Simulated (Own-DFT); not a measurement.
# How strain changes the stress of diamond-structure SiGeSn with randomly placed atoms, 64 atoms (Ge48Si8Sn8)

All numbers below are calculated, not measured. The program, named Own-DFT, is a retired in-house plane-wave density functional code that no person has reviewed. Each row is one single-point run on a periodic cell that was not relaxed, without spin or spin-orbit coupling.

Settings of every run: PBE; PseudoDojo norm-conserving scalar-relativistic files; cutoff 49 hartree; 3 x 3 x 3 k mesh centred on Gamma; Fermi-Dirac smearing of 0.1 eV.

Known limits: forces on such cells moved up to 12 meV/angstrom on a denser k mesh; stress not checked against mesh or cutoff.

Unstrained cell vectors in Å: (11.467, 0.000, 0.000); (0.000, 11.467, 0.000); (0.000, 0.000, 11.467). The unstrained cell has measured lattice constants (interpolated for alloys), not those of this functional. That, the random moves and any unrelaxed bonds set the pressure at no strain. Each run strains this cell uniformly, with the atoms carried along. Every atom was also moved at random, by a Gaussian of width 0.05 Å on each axis. The random placing of the alloy's atoms differs from row to row. Strain is the symmetric tensor, in per cent. Stress is positive in tension, and the pressure is minus a third of its trace.

| run | e_xx (%) | e_yy (%) | e_zz (%) | s_xx (GPa) | s_yy (GPa) | s_zz (GPa) | P (GPa) | E (meV/atom) |
|---|---|---|---|---|---|---|---|---|
| 1 | 0.50 | 0.50 | 0.00 | -3.86 | -4.11 | -4.30 | 4.09 | 15.0 |
| 2 | -0.50 | -0.50 | 0.00 | -5.77 | -5.99 | -5.77 | 5.84 | 39.8 |
| 3 | -2.75 | -2.75 | 0.00 | -10.37 | -10.33 | -8.46 | 9.72 | 78.6 |
| 4 | 2.25 | 2.25 | 0.00 | -1.45 | -1.40 | -2.70 | 1.85 | 11.7 |
| 5 | -1.75 | -1.75 | 0.00 | -8.26 | -8.23 | -6.84 | 7.78 | 53.7 |
| 6 | 2.00 | 2.00 | 0.00 | -1.50 | -1.64 | -2.85 | 2.00 | 0.0 |
| 7 | 2.50 | 2.50 | 0.00 | -1.09 | -0.94 | -2.42 | 1.48 | 5.6 |
| 8 | -0.25 | -0.25 | 0.00 | -5.43 | -5.42 | -5.26 | 5.37 | 36.7 |
| 9 | 1.75 | 1.75 | 0.00 | ? | ? | ? | ? | ? |

E is the free energy for each atom above the lowest run shown.

## Worked fit

The change of volume is close to e_xx + e_yy + e_zz. A straight line through the runs shown gives P = 5.18 - 77 x (fractional change of volume) GPa, with an error of 2 on the slope and a scatter of 0.25 GPa. The strain isn't the same on all axes, but the crystal is cubic, so the slope still estimates the bulk modulus, averaged over pressures from 1.5 to 9.7 GPa.

## Withheld run

Question: what pressure should run 9 give? Its volume changes by 3.53 %.

The line gives 2.5 GPa. The calculation gave 2.41 GPa.
